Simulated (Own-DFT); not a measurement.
# Shaking the atoms of grey tin, 64 atoms (Sn64)

Calculated results; nothing here was measured. The program, named Own-DFT, is a retired in-house plane-wave density functional code that no person has reviewed. Each row is one single-point run on a periodic cell that was not relaxed, without spin or spin-orbit coupling.

Settings of every run: PBE; PseudoDojo norm-conserving scalar-relativistic files; cutoff 42 hartree; 3 x 3 x 3 k mesh centred on Gamma; cold (Marzari-Vanderbilt) smearing of 0.2 eV.

Known limits: forces on such cells moved up to 12 meV/angstrom on a denser k mesh; stress not checked against mesh or cutoff.

Cell vectors in Å: (12.978, 0.000, 0.000); (0.000, 12.978, 0.000); (0.000, 0.000, 12.978). In each run every atom was moved at random and independently from its ideal site; u is the rms move along one axis. E is the free energy for each atom above the fitted value at u = 0, and F the rms of the force components.

```
run   u (Å)  E (meV/atom)  F (eV/Å)  largest force (eV/Å)  P (GPa)
  1  0.0200           4.5     0.189                  0.69     3.37
  2  0.0202           5.6     0.217                  0.67     3.38
  3  0.0217           6.4     0.233                  0.75     3.39
  4  0.0467          26.0     0.475                  1.41     3.57
  5  0.0468             ?         ?                     ?        ?
  6  0.0900         102.9     1.022                  3.99     4.28
  7  0.0929         113.6     1.136                  5.86     4.35
  8  0.1426         306.4     2.207                 11.61     6.15
```

## Worked fit

For small independent moves the energy grows as E = (3/2) K u², with K the mean stiffness felt by one atom. The runs with u up to 0.11 Å give K = 8.5 ± 0.3 eV/Å², with residuals divided by u² + 0.0006 Å², since the noise grows with the moves. The scatter is 1.7 meV/atom at u = 0.05 Å. The forces follow F = G u with G = 10.8 eV/Å²; no force at u = 0 is resolved. G exceeds K because the moves of its neighbours add to the force on an atom, and stiffness differs between atoms. At u = 0.143 Å the parabola gives 259 meV/atom and the run 306. The pressure follows P = 3.33 + 118 u² GPa: at fixed volume, shortened bonds push harder than stretched ones pull.

## Withheld run

Question: what energy and rms force should run 5 give?

The fit gives 28 ± 2 meV/atom and about 0.51 eV/Å. The calculation gave 26.4 meV/atom and 0.490 eV/Å.
